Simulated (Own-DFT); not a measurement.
# Energy and forces against displacement in grey tin, 64 atoms (Sn64)

These are calculations, not measurements. They come from Own-DFT, an in-house plane-wave density functional program, since retired, whose code no person has reviewed. Each row is one single-point run on a periodic cell that was not relaxed, without spin or spin-orbit coupling.

Settings of every run: PBE; PseudoDojo norm-conserving scalar-relativistic files; cutoff 42 hartree; 3 x 3 x 3 k mesh centred on Gamma; cold (Marzari-Vanderbilt) smearing of 0.2 eV.

Known limits: forces on such cells moved up to 12 meV/angstrom on a denser k mesh; stress not checked against mesh or cutoff.

Cell vectors in Å: (12.978, 0.000, 0.000); (0.000, 12.978, 0.000); (0.000, 0.000, 12.978). In each run every atom was moved at random and independently from its ideal site; u is the rms move along one axis. E is the free energy for each atom above the fitted value at u = 0, and F the rms of the force components.

| run | u (Å) | E (meV/atom) | F (eV/Å) | largest force (eV/Å) | P (GPa) |
|---|---|---|---|---|---|
| 1 | 0.0203 | 5.5 | 0.218 | 0.66 | 3.38 |
| 2 | 0.0205 | 6.2 | 0.244 | 0.84 | 3.39 |
| 3 | 0.0210 | 5.9 | 0.233 | 0.75 | 3.39 |
| 4 | 0.0461 | 28.2 | 0.530 | 1.93 | 3.58 |
| 5 | 0.0476 | 28.6 | 0.514 | 1.75 | 3.59 |
| 6 | 0.0510 | ? | ? | ? | ? |
| 7 | 0.0873 | 92.2 | 0.965 | 3.67 | 4.15 |
| 8 | 0.0896 | 105.1 | 1.020 | 4.40 | 4.34 |
| 9 | 0.1012 | 164.0 | 1.547 | 8.33 | 4.88 |
| 10 | 0.1592 | 352.9 | 2.168 | 8.46 | 6.72 |

## Worked fit

For small independent moves the energy grows as E = (3/2) K u², with K the mean stiffness felt by one atom. The runs with u up to 0.11 Å give K = 9.0 ± 0.5 eV/Å², with residuals divided by u² + 0.0006 Å², since the noise grows with the moves. The scatter is 3.7 meV/atom at u = 0.05 Å. The forces follow F = G u with G = 11.8 eV/Å²; no force at u = 0 is resolved. G exceeds K because the moves of its neighbours add to the force on an atom, and stiffness differs between atoms. At u = 0.159 Å the parabola gives 343 meV/atom and the run 353. The pressure follows P = 3.30 + 136 u² GPa: at fixed volume, shortened bonds push harder than stretched ones pull.

## Withheld run

Question: what energy and rms force should run 6 give?

The fit gives 35 ± 4 meV/atom and about 0.60 eV/Å. The calculation gave 35.8 meV/atom and 0.582 eV/Å.
